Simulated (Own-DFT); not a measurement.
# Shaking the atoms of 3C SiC, 64 atoms (C32Si32)

Calculated results; nothing here was measured. The program, named Own-DFT, is a retired in-house plane-wave density functional code that no person has reviewed. Each row is one single-point run on a periodic cell that was not relaxed, without spin or spin-orbit coupling.

Settings of every run: PBE; PseudoDojo norm-conserving scalar-relativistic files; cutoff 42 hartree; 4 x 4 x 4 k mesh centred on Gamma; Fermi-Dirac smearing of 0.1 eV.

Known limits, some of them of some rows only: some atoms lie very close together; forces on such cells passed a denser k mesh, each cell not checked; stress not checked against mesh or cutoff.

Cell vectors in Å: (8.719, 0.000, 0.000); (0.000, 8.719, 0.000); (0.000, 0.000, 8.719). In each run every atom was moved at random and independently from its ideal site; u is the rms move along one axis. E is the free energy for each atom above the fitted value at u = 0, and F the rms of the force components.

| run | u (Å) | E (meV/atom) | F (eV/Å) | largest force (eV/Å) | P (GPa) |
|---|---|---|---|---|---|
| 1 | 0.0295 | 35.7 | 0.854 | 2.90 | 3.76 |
| 2 | 0.0295 | 36.0 | 0.844 | 2.65 | 3.86 |
| 3 | 0.0314 | 39.2 | 0.912 | 2.83 | 3.87 |
| 4 | 0.0585 | 139.9 | 1.856 | 7.65 | 6.53 |
| 5 | 0.0611 | 166.1 | 2.139 | 7.85 | 7.16 |
| 6 | 0.0613 | ? | ? | ? | ? |
| 7 | 0.1012 | 441.6 | 3.811 | 17.09 | 13.08 |
| 8 | 0.1035 | 393.3 | 3.176 | 16.14 | 12.05 |
| 9 | 0.1374 | 778.4 | 5.724 | 31.49 | 20.90 |

## Worked fit

For small independent moves the energy grows as E = (3/2) K u², with K the mean stiffness felt by one atom. The runs with u up to 0.11 Å give K = 27.3 ± 1.1 eV/Å², with residuals divided by u² + 0.0006 Å², since the noise grows with the moves. The scatter is 7.6 meV/atom at u = 0.05 Å. The forces follow F = G u with G = 31.8 eV/Å²; no force at u = 0 is resolved. G exceeds K because the moves of its neighbours add to the force on an atom, and stiffness differs between atoms. The pressure follows P = 3.21 + 902 u² GPa: at fixed volume, shortened bonds push harder than stretched ones pull.

## Withheld run

Question: what energy and rms force should run 6 give?

The fit gives 154 ± 12 meV/atom and about 1.95 eV/Å. The calculation gave 153.1 meV/atom and 2.021 eV/Å.
